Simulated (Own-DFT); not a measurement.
# One host, several defects: C11b WSi2

No measurement is shown. These are fixed-geometry runs of a retired plane-wave code named Own-DFT, which no person has reviewed; spin and spin-orbit coupling are neglected.

Settings: PBE; PseudoDojo norm-conserving scalar-relativistic files; cutoff 50 hartree; 5 x 5 x 5 k mesh centred on Gamma; cold (Marzari-Vanderbilt) smearing of 0.2 eV.

Keep in mind: forces on such cells failed a check on a denser k mesh; stress not checked against mesh or cutoff.

All runs share one cell, with vectors in Å (-2.148, -5.953, 3.409); (-6.444, 2.976, 1.136); (-2.553, -2.948, -6.757) and a volume of 403.2 Å³. u is the rms random offset of the atoms per axis. The defect's site can differ from row to row.

```
              cell  formula   u (Å)  P (GPa)
         no defect  Si20W10  0.0179     4.43
         no defect  Si20W10  0.0443     5.23
         no defect  Si20W10  0.0490     6.48
    one Si vacancy  Si19W10  0.0283     3.25
    one Si vacancy  Si19W10  0.0289     3.31
    one Si vacancy  Si19W10  0.0481     4.30
one W on a Si site  Si19W11  0.0318     9.66
one W on a Si site  Si19W11  0.0540    10.83
one W on a Si site  Si19W11  0.0544    12.13
one Si on a W site   Si21W9  0.0295     6.03
one Si on a W site   Si21W9  0.0297        ?
one Si on a W site   Si21W9  0.0399     6.47
one Si on a W site   Si21W9  0.0524     7.55
```

## Analysis

P = P0 + c u² + a shift for each defect gives P0 = 4.06 GPa, c = 846 ± 150 GPa/Å² and a scatter of 0.43 GPa. The shifts, and each times the cell's volume:

- one W on a Si site: 4.87 ± 0.37 GPa, 12.2 eV
- one Si on a W site: 1.15 ± 0.35 GPa, 2.9 eV
- one Si vacancy: -1.55 ± 0.35 GPa, -3.9 eV

Against the defect-free cell, a freed cell would be larger where the shift is positive and smaller where it is negative (160.2 GPa Å³ is 1 eV). The atoms around the defects weren't relaxed, which would change these numbers.

## Prediction

Q: what pressure belongs in the blank (one Si on a W site, u = 0.0297 Å)?

The fit gives 5.96 ± 0.51 GPa. DFT gave 5.72 GPa.
